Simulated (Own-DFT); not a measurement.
# Computed records: Si3N4 (beta silicon nitride, atoms displaced)

All values are calculated (Own-DFT development build). A calculation, not a measurement: plane-wave PBE density functional theory by an unreviewed code, no spin, of a simulated periodic cell, stress positive in tension, free energy of the whole cell less one offset for each atom, some atoms lie very close together; forces on such cells moved up to 12 meV/angstrom on a denser k mesh; offsets are fitted by least squares, one for each functional and potential file, so energies compare only between cells with the same atoms and settings and are not formation energies; the far tail of each file's local potential was reset to the Coulomb form; each entry is a single point on an unrelaxed cell, so the pressure reflects the starting lattice, mostly measured values (interpolated for alloys), from which strain is counted, and rises with the displacements; printed positions are rounded, which can move forces by about a meV/angstrom; the program, named Own-DFT, is a retired in-house code; no spin-orbit coupling; before rounding, a Quantum ESPRESSO 7.3.1 run of the same cell and cutoff gave forces within 1 meV/angstrom rms on each cell, which checks the program and not the settings.

Common to all runs: functional PBE; potential files PseudoDojo norm-conserving, scalar-relativistic, standard set; wave cutoff 42 hartree; occupations Fermi-Dirac; smearing width 0.1 eV; k mesh 2 x 2 x 4 centred on Gamma.

(1) Si3N4 (beta silicon nitride, atoms displaced)

```cif
# cell vector a (Å): 15.2120 0.0000 0.0000
# cell vector b (Å): -7.6060 13.1740 0.0000
# cell vector c (Å): 0.0000 0.0000 5.8180
data_Si3N4
_symmetry_space_group_name_H-M 'P 1'
_symmetry_Int_Tables_number 1
_cell_length_a 15.2120
_cell_length_b 15.2120
_cell_length_c 5.8180
_cell_angle_alpha 90.000
_cell_angle_beta 90.000
_cell_angle_gamma 120.000
_cell_volume 1165.94
loop_
_atom_site_label
_atom_site_type_symbol
_atom_site_fract_x
_atom_site_fract_y
_atom_site_fract_z
_atom_site_occupancy
Si1 Si 0.08429 0.38521 0.13403 1
Si2 Si 0.11973 0.20791 0.12527 1
Si3 Si 0.29187 0.40237 0.10378 1
Si4 Si 0.42706 0.12147 0.37564 1
Si5 Si 0.38430 0.30455 0.36279 1
Si6 Si 0.21193 0.09418 0.40261 1
N1 N 0.16363 0.00218 0.10493 1
N2 N 0.49043 0.15647 0.11255 1
N3 N 0.35425 0.32581 0.13805 1
N4 N 0.33017 0.48255 0.42054 1
N5 N 0.01958 0.35178 0.37393 1
N6 N 0.13900 0.15596 0.35682 1
N7 N 0.15549 0.33297 0.13305 1
N8 N 0.33065 0.17716 0.37487 1
Si7 Si 0.08727 0.38066 0.62384 1
Si8 Si 0.11107 0.19623 0.62692 1
Si9 Si 0.29629 0.42563 0.60278 1
Si10 Si 0.42261 0.11779 0.87030 1
Si11 Si 0.39169 0.30641 0.86801 1
Si12 Si 0.19881 0.08081 0.87752 1
N9 N 0.16301 0.00997 0.63096 1
N10 N 0.50581 0.16930 0.61418 1
N11 N 0.34411 0.32720 0.60254 1
N12 N 0.32856 0.48464 0.88106 1
N13 N 0.00798 0.35287 0.88491 1
N14 N 0.14740 0.15927 0.85744 1
N15 N 0.15875 0.33180 0.62582 1
N16 N 0.33412 0.16288 0.88948 1
Si13 Si 0.09448 0.88781 0.12176 1
Si14 Si 0.10399 0.69453 0.12425 1
Si15 Si 0.29101 0.91232 0.13192 1
Si16 Si 0.42035 0.61615 0.38582 1
Si17 Si 0.38760 0.80270 0.35725 1
Si18 Si 0.19382 0.58237 0.33747 1
N17 N 0.17334 0.51848 0.13118 1
N18 N 0.47641 0.65342 0.12760 1
N19 N 0.34016 0.82880 0.11975 1
N20 N 0.33394 0.97349 0.36678 1
N21 N 0.01347 0.84111 0.37427 1
N22 N 0.15599 0.66066 0.38474 1
N23 N 0.17001 0.85069 0.12726 1
N24 N 0.34072 0.67473 0.35636 1
Si19 Si 0.07669 0.87563 0.62386 1
Si20 Si 0.10110 0.69056 0.63898 1
Si21 Si 0.30023 0.91563 0.59899 1
Si22 Si 0.40972 0.61245 0.89294 1
Si23 Si 0.38342 0.80077 0.88420 1
Si24 Si 0.20157 0.58665 0.85727 1
N25 N 0.16357 0.51322 0.64820 1
N26 N 0.47873 0.64183 0.62126 1
N27 N 0.34979 0.83456 0.61358 1
N28 N 0.33985 0.99082 0.87042 1
N29 N 0.02691 0.85998 0.86090 1
N30 N 0.14924 0.65778 0.88090 1
N31 N 0.16777 0.83176 0.61574 1
N32 N 0.33710 0.66385 0.86970 1
Si25 Si 0.59266 0.39914 0.13023 1
Si26 Si 0.61559 0.20697 0.10555 1
Si27 Si 0.79750 0.41833 0.13659 1
Si28 Si 0.91112 0.11329 0.37107 1
Si29 Si 0.88421 0.29982 0.38953 1
Si30 Si 0.69515 0.08748 0.36739 1
N33 N 0.65151 0.00616 0.13785 1
N34 N 0.99397 0.15458 0.14488 1
N35 N 0.84093 0.32281 0.13065 1
N36 N 0.83708 0.47587 0.37506 1
N37 N 0.52375 0.33659 0.38998 1
N38 N 0.65173 0.17261 0.39048 1
N39 N 0.67786 0.33389 0.12468 1
N40 N 0.81920 0.16054 0.36103 1
Si31 Si 0.58413 0.39186 0.64154 1
Si32 Si 0.62121 0.20305 0.60847 1
Si33 Si 0.80190 0.42769 0.61157 1
Si34 Si 0.91849 0.12365 0.88946 1
Si35 Si 0.88876 0.30213 0.86545 1
Si36 Si 0.69047 0.07850 0.85555 1
N41 N 0.68054 0.01940 0.63285 1
N42 N 0.97532 0.15079 0.60311 1
N43 N 0.84205 0.34096 0.66435 1
N44 N 0.81806 0.48429 0.87099 1
N45 N 0.51282 0.34791 0.84117 1
N46 N 0.64534 0.16701 0.89766 1
N47 N 0.66457 0.32292 0.60421 1
N48 N 0.82552 0.16500 0.89122 1
Si37 Si 0.58639 0.87399 0.11227 1
Si38 Si 0.61643 0.69765 0.11028 1
Si39 Si 0.80217 0.91059 0.11941 1
Si40 Si 0.92450 0.62078 0.40187 1
Si41 Si 0.88539 0.79928 0.35504 1
Si42 Si 0.69151 0.58968 0.38298 1
N49 N 0.65026 0.49407 0.13996 1
N50 N 0.99066 0.66493 0.12563 1
N51 N 0.84466 0.82850 0.09139 1
N52 N 0.83741 0.98475 0.38159 1
N53 N 0.51080 0.83469 0.37955 1
N54 N 0.64965 0.66709 0.38998 1
N55 N 0.66144 0.83207 0.13035 1
N56 N 0.83794 0.66636 0.36119 1
Si43 Si 0.59750 0.89386 0.60925 1
Si44 Si 0.62474 0.70403 0.61105 1
Si45 Si 0.80191 0.93310 0.63936 1
Si46 Si 0.90570 0.60550 0.86093 1
Si47 Si 0.89563 0.80582 0.87286 1
Si48 Si 0.70214 0.57624 0.85669 1
N57 N 0.66599 0.52255 0.61279 1
N58 N 0.97654 0.64369 0.65387 1
N59 N 0.85751 0.83747 0.60679 1
N60 N 0.83468 0.98457 0.89156 1
N61 N 0.51244 0.84536 0.87281 1
N62 N 0.64451 0.67018 0.86612 1
N63 N 0.66648 0.83988 0.60091 1
N64 N 0.83344 0.67137 0.88145 1
```

The calculation gives: free energy of cell above offsets 34.589 eV; pressure 18.27 GPa; stress xx -13.1 GPa; stress yy -16.75 GPa; stress zz -24.96 GPa; stress yz 0.33 GPa; stress xz 2.4 GPa; stress xy -0.81 GPa.

Force:
```tsv
element	x (eV/Å)	y (eV/Å)	z (eV/Å)
Si	-1.524	2.14	-2.806
Si	0.568	-1.492	-1.39
Si	-1.189	1.048	2.774
Si	-2.81	0.188	-0.544
Si	8.202	-3.422	9.278
Si	-2.548	-2.995	-2.531
N	-0.569	10	2.725
N	-1.028	-0.654	2.39
N	-7.574	5.662	-11.39
N	2.427	17.66	-28.87
N	-3.421	-1.013	2.226
N	2.028	0.014	3.211
N	6.055	-0.094	-0.883
N	5.086	-2.376	0.255
Si	-3.309	2.618	2.02
Si	-1.513	1.613	-3.436
Si	-1.554	-20.64	26.12
Si	-2.774	0.248	-1.736
Si	-2.38	-5.723	-1.918
Si	2.705	0.699	0.246
N	-0.1	0.505	-1.834
N	-8.417	-5.706	1.18
N	-2.54	3.267	4.534
N	1.029	-2.142	-0.162
N	5.687	1.91	-0.701
N	-0.953	1.02	3.054
N	5.012	-2.026	0.333
N	-0.25	1.985	-1.007
Si	-6.984	-3.769	0.848
Si	8.713	4.37	1.026
Si	3.156	0.629	-5.625
Si	-6.802	0.095	-2.267
Si	-0.048	-2.391	2.809
Si	6.117	5.28	10.93
N	-0.323	-7.288	-8.759
N	6.189	0.242	1.209
N	-1.165	1.454	0.147
N	0.856	8.821	-1.231
N	-0.625	0.272	-2.464
N	-8.153	3.01	-0.073
N	5.401	-9.281	-0.16
N	-1.204	-3.964	0.343
Si	6.322	3.396	-5.156
Si	6.797	4.6	-1.188
Si	-0.099	-3.728	7.918
Si	-0.421	0.87	-4.048
Si	1.135	-2.149	-3.966
Si	4.504	2.156	4.405
N	-0.384	-3.73	-6.79
N	5.16	1.829	4.725
N	0.162	0.518	1.166
N	0.552	-2.152	-0.815
N	-5.143	-3.422	6.62
N	-4.792	1.989	0.37
N	-2.098	-2.553	0.49
N	-4.031	1.291	-0.227
Si	-2.305	-43.78	-0.384
Si	-0.188	2.824	6.956
Si	2.623	-5.471	-4.383
Si	-3.966	0.501	-2.339
Si	-1.409	-1.67	-1.028
Si	-0.18	-0.25	-0.514
N	0.178	0.829	-2.07
N	-3.327	-1.497	-3.185
N	-0.151	3.421	0.37
N	1.275	9.676	-2.221
N	-4.003	1.937	-3.327
N	4.343	-4.345	-8.42
N	-5.485	1.158	-0.663
N	4.913	2.866	0.959
Si	7.61	-1.832	-8.96
Si	1.181	2.644	8.269
Si	-2.239	-10.35	6.178
Si	-2.693	-0.016	-0.854
Si	-4.53	-4.405	4.573
Si	-0.053	5.664	9.506
N	-0.866	-2.815	-5.84
N	3.376	1.4	6.454
N	1.955	0.277	-4.918
N	0.391	1.101	1.369
N	-1.619	0.214	9.682
N	4.943	-4.5	-8.667
N	-1.08	9.975	1.518
N	2.061	0.202	-1.283
Si	-5.975	2.051	1.959
Si	-4.921	3.248	3.073
Si	-3.719	-0.47	3.009
Si	-4.886	-0.86	-6.838
Si	0.563	-1.116	1.214
Si	6.9	-0.149	-4.204
N	3.584	43.73	0.217
N	-5.77	-4.487	0.342
N	-0.151	0.768	4.572
N	0.476	0.042	-3.064
N	1.867	3.192	-0.989
N	1.174	-1.104	-8.472
N	8	-2.623	-0.609
N	-2.068	-1.708	0.711
Si	-4.691	-3.934	0.754
Si	-8.739	4.943	5.665
Si	0.503	-6.378	-2.627
Si	-5.594	2.402	9.276
Si	0.451	-1.64	-5.114
Si	0.368	5.796	5.507
N	-0.294	-4.248	0.729
N	4.229	1.844	-4.371
N	-1.849	1.121	1.806
N	0.766	3.717	0.295
N	1.068	1.382	-1.293
N	5.138	-3.83	-0.29
N	4.81	-1.51	1.358
N	0.868	-2.64	-0.782
```

(2) Si3N4 (beta silicon nitride, atoms displaced)

```cif
# cell vector a (Å): 15.2120 0.0000 0.0000
# cell vector b (Å): -7.6060 13.1740 0.0000
# cell vector c (Å): 0.0000 0.0000 5.8180
data_Si3N4
_symmetry_space_group_name_H-M 'P 1'
_symmetry_Int_Tables_number 1
_cell_length_a 15.2120
_cell_length_b 15.2120
_cell_length_c 5.8180
_cell_angle_alpha 90.000
_cell_angle_beta 90.000
_cell_angle_gamma 120.000
_cell_volume 1165.94
loop_
_atom_site_label
_atom_site_type_symbol
_atom_site_fract_x
_atom_site_fract_y
_atom_site_fract_z
_atom_site_occupancy
Si1 Si 0.07963 0.38638 0.11944 1
Si2 Si 0.12484 0.20729 0.11781 1
Si3 Si 0.30243 0.41769 0.11143 1
Si4 Si 0.42163 0.11493 0.35095 1
Si5 Si 0.37496 0.29414 0.37291 1
Si6 Si 0.20751 0.09047 0.36547 1
N1 N 0.15988 0.00374 0.10466 1
N2 N 0.49282 0.15066 0.14299 1
N3 N 0.35576 0.34465 0.12255 1
N4 N 0.33241 0.48346 0.36090 1
N5 N 0.01372 0.34573 0.38790 1
N6 N 0.15540 0.17140 0.37298 1
N7 N 0.17665 0.33494 0.10352 1
N8 N 0.33875 0.15808 0.38340 1
Si7 Si 0.08125 0.37074 0.61812 1
Si8 Si 0.11366 0.19953 0.62424 1
Si9 Si 0.29215 0.40827 0.62243 1
Si10 Si 0.41225 0.11397 0.88840 1
Si11 Si 0.38787 0.30026 0.84979 1
Si12 Si 0.18881 0.07582 0.84295 1
N9 N 0.15710 0.01356 0.63747 1
N10 N 0.50050 0.17025 0.62595 1
N11 N 0.35619 0.33610 0.63336 1
N12 N 0.33183 0.47522 0.90119 1
N13 N 0.01449 0.34361 0.84966 1
N14 N 0.14581 0.15685 0.87900 1
N15 N 0.16545 0.33260 0.66346 1
N16 N 0.32622 0.17388 0.89634 1
Si13 Si 0.09607 0.88991 0.14943 1
Si14 Si 0.11588 0.70895 0.14290 1
Si15 Si 0.31381 0.91777 0.13805 1
Si16 Si 0.41345 0.61007 0.38424 1
Si17 Si 0.38767 0.80053 0.37097 1
Si18 Si 0.21058 0.58133 0.35940 1
N17 N 0.18056 0.52721 0.12688 1
N18 N 0.47254 0.64357 0.12255 1
N19 N 0.34060 0.83225 0.14003 1
N20 N 0.33902 0.98294 0.37009 1
N21 N 0.01872 0.83842 0.37411 1
N22 N 0.14859 0.67690 0.38065 1
N23 N 0.14990 0.81623 0.12449 1
N24 N 0.34314 0.67011 0.38903 1
Si19 Si 0.08450 0.88986 0.60866 1
Si20 Si 0.10742 0.69520 0.61542 1
Si21 Si 0.29517 0.91544 0.61846 1
Si22 Si 0.42864 0.60790 0.87095 1
Si23 Si 0.39126 0.79752 0.87356 1
Si24 Si 0.19734 0.58878 0.86782 1
N25 N 0.17314 0.51191 0.61788 1
N26 N 0.47860 0.64365 0.61031 1
N27 N 0.34782 0.83602 0.60701 1
N28 N 0.33091 0.98124 0.89734 1
N29 N 0.01920 0.84174 0.88909 1
N30 N 0.14346 0.65420 0.89467 1
N31 N 0.16589 0.82849 0.62607 1
N32 N 0.33566 0.67708 0.86396 1
Si25 Si 0.57810 0.37069 0.12255 1
Si26 Si 0.60541 0.19847 0.11932 1
Si27 Si 0.80664 0.41933 0.13546 1
Si28 Si 0.90744 0.09704 0.37848 1
Si29 Si 0.89040 0.29535 0.39684 1
Si30 Si 0.70475 0.09957 0.41224 1
N33 N 0.65706 0.00893 0.11048 1
N34 N 0.98114 0.15399 0.16702 1
N35 N 0.85683 0.33798 0.14885 1
N36 N 0.82553 0.48026 0.34979 1
N37 N 0.52857 0.35651 0.39177 1
N38 N 0.63892 0.15903 0.35658 1
N39 N 0.65782 0.33585 0.12458 1
N40 N 0.83243 0.16101 0.40297 1
Si31 Si 0.57927 0.37807 0.64230 1
Si32 Si 0.62740 0.20555 0.62382 1
Si33 Si 0.80993 0.43283 0.63455 1
Si34 Si 0.91815 0.11827 0.87700 1
Si35 Si 0.88528 0.28820 0.87826 1
Si36 Si 0.69851 0.08717 0.89254 1
N41 N 0.67071 0.02125 0.64223 1
N42 N 0.97449 0.14571 0.61470 1
N43 N 0.84169 0.33178 0.60524 1
N44 N 0.83315 0.48502 0.86401 1
N45 N 0.51284 0.35046 0.89173 1
N46 N 0.64995 0.17635 0.88828 1
N47 N 0.65824 0.33314 0.61949 1
N48 N 0.83526 0.17744 0.87686 1
Si37 Si 0.58465 0.88386 0.10457 1
Si38 Si 0.60267 0.70177 0.13414 1
Si39 Si 0.78941 0.91612 0.14517 1
Si40 Si 0.91463 0.62705 0.35863 1
Si41 Si 0.89050 0.79899 0.37714 1
Si42 Si 0.70977 0.58574 0.35760 1
N49 N 0.65889 0.51924 0.14132 1
N50 N 0.98373 0.65006 0.14679 1
N51 N 0.84192 0.83508 0.13120 1
N52 N 0.85332 0.00135 0.35553 1
N53 N 0.50834 0.84576 0.36332 1
N54 N 0.65900 0.66922 0.37056 1
N55 N 0.66096 0.82394 0.13367 1
N56 N 0.83527 0.67048 0.38733 1
Si43 Si 0.59275 0.88269 0.62822 1
Si44 Si 0.60753 0.70781 0.63238 1
Si45 Si 0.79984 0.90986 0.60966 1
Si46 Si 0.90919 0.60733 0.85108 1
Si47 Si 0.87609 0.79969 0.85853 1
Si48 Si 0.68845 0.59374 0.86858 1
N57 N 0.67318 0.52298 0.61033 1
N58 N 0.97951 0.64679 0.62149 1
N59 N 0.84699 0.82639 0.63168 1
N60 N 0.83206 0.99333 0.87534 1
N61 N 0.51955 0.85916 0.87049 1
N62 N 0.65525 0.65292 0.87860 1
N63 N 0.67283 0.84601 0.62755 1
N64 N 0.83356 0.67068 0.87511 1
```

The calculation gives: free energy of cell above offsets 40.336 eV; pressure 19.77 GPa; stress xx -15.01 GPa; stress yy -23.85 GPa; stress zz -20.45 GPa; stress yz -1.62 GPa; stress xz 0.28 GPa; stress xy 2.97 GPa.

Force:
```tsv
element	x (eV/Å)	y (eV/Å)	z (eV/Å)
Si	3.462	0.188	-0.177
Si	-3.079	0.066	1.219
Si	-0.42	-7.521	10.81
Si	-2.554	-0.931	9.825
Si	4.58	0.73	-1.285
Si	0.585	-1.364	-1.008
N	0.225	9.867	1.794
N	-7.252	-3.336	-6.261
N	1.828	-2.326	0.156
N	0.28	-0.509	3.607
N	1.926	1.073	-4.117
N	1.601	-1.125	0.554
N	-4.196	-0.201	1.557
N	-3.304	1.91	-0.366
Si	2.636	5.186	0.265
Si	-1.5	0.164	0.809
Si	0.67	1.319	0.616
Si	-0.752	2.076	-2.86
Si	1.122	-1.819	8.26
Si	3.187	7.657	13.34
N	0.428	-3.515	-12.89
N	-3.738	-4.659	0.496
N	-5.151	2.45	-5.833
N	1.299	10.06	-15.25
N	-1.326	0.294	5.049
N	-2.265	0.817	-1.722
N	1.529	-2.75	-2.33
N	2.067	-4.133	-1.109
Si	-0.177	-9.484	-5.008
Si	1.266	-11.29	-2.311
Si	-6.18	-1.755	-1.952
Si	-5.555	-0.805	-4.583
Si	-3.291	-2.794	1.265
Si	-0.992	6.006	7.757
N	-1.425	-7.376	-5.647
N	4.032	2.183	2.041
N	6.408	-3.631	-2.717
N	-0.477	3.624	2.313
N	-3.278	0.851	0.529
N	6.137	-4.567	-0.876
N	0.493	15.28	-0.442
N	-1.553	-1.173	-0.943
Si	2.921	-5.635	6.654
Si	0.358	2.053	4.895
Si	0.555	-3.421	2.064
Si	-8.192	-2.558	-0.834
Si	-4.791	1.906	-1.151
Si	5.056	0.177	-1.442
N	-0.839	-1.145	0.147
N	4.545	2.079	4.447
N	1.082	0.894	3.157
N	0.379	2.607	-3.411
N	-3.009	1.495	-2.393
N	-4.983	2.682	-1.711
N	-1.655	2.997	-0.208
N	2.089	-5.625	0.39
Si	-1.517	6.564	4.666
Si	7.28	8.405	0.738
Si	-1.5	-6.915	-6.879
Si	-1.097	37.44	4.614
Si	-3.826	-2.084	-2.439
Si	1.182	-1.93	-3.41
N	0.998	1.56	3.769
N	4.114	2.597	-7.524
N	1.106	-0.229	-2.951
N	-0.118	7.68	9.225
N	-7.135	-3.451	-3.38
N	2.048	-0.307	2.858
N	8.081	-3.076	-0.623
N	0.127	1.006	-0.973
Si	3.636	3.763	-0.522
Si	-3.343	3.823	-0.578
Si	-2.48	-9.337	-10.07
Si	-2.352	1.096	2.417
Si	-4.75	12.23	0.281
Si	0.555	3.165	-0.789
N	-0.945	-2.12	-1.067
N	4.858	2.026	2.902
N	0.243	0.889	4.341
N	0.742	1.466	8
N	-2.051	-0.62	-2.874
N	4.548	-3.532	-2.176
N	5.45	0.95	0.906
N	1.498	-13.31	0.819
Si	0.831	-0.137	4.938
Si	6.115	-4.041	1.288
Si	2.383	-1.219	-4.595
Si	-1.164	-3.634	3.748
Si	-1.652	-1.376	-2.398
Si	-1.43	1.63	4.308
N	-0.452	-3.771	-6.999
N	2.1	-0.475	-7.056
N	0.729	1.009	0.291
N	-4.125	-40.83	-0.77
N	6.302	2.811	0.695
N	-4.818	1.947	1.01
N	-2.215	4.904	-0.68
N	-0.254	1.104	-0.698
Si	-6.941	4.4	-2.325
Si	7	-1.501	-2.337
Si	1.271	3.105	2.701
Si	-2.941	6.073	5.444
Si	8.053	-3.609	10.63
Si	39.4	-29.83	-1.63
N	-1.097	-2.534	3.46
N	0.936	-0.23	-1.916
N	-5.127	4.778	-8.084
N	0.511	-3.756	-0.305
N	-0.252	-1.658	-2.545
N	-41.9	31.8	1.419
N	2.9	-4.518	-0.017
N	-0.321	-1.428	-0.044
```
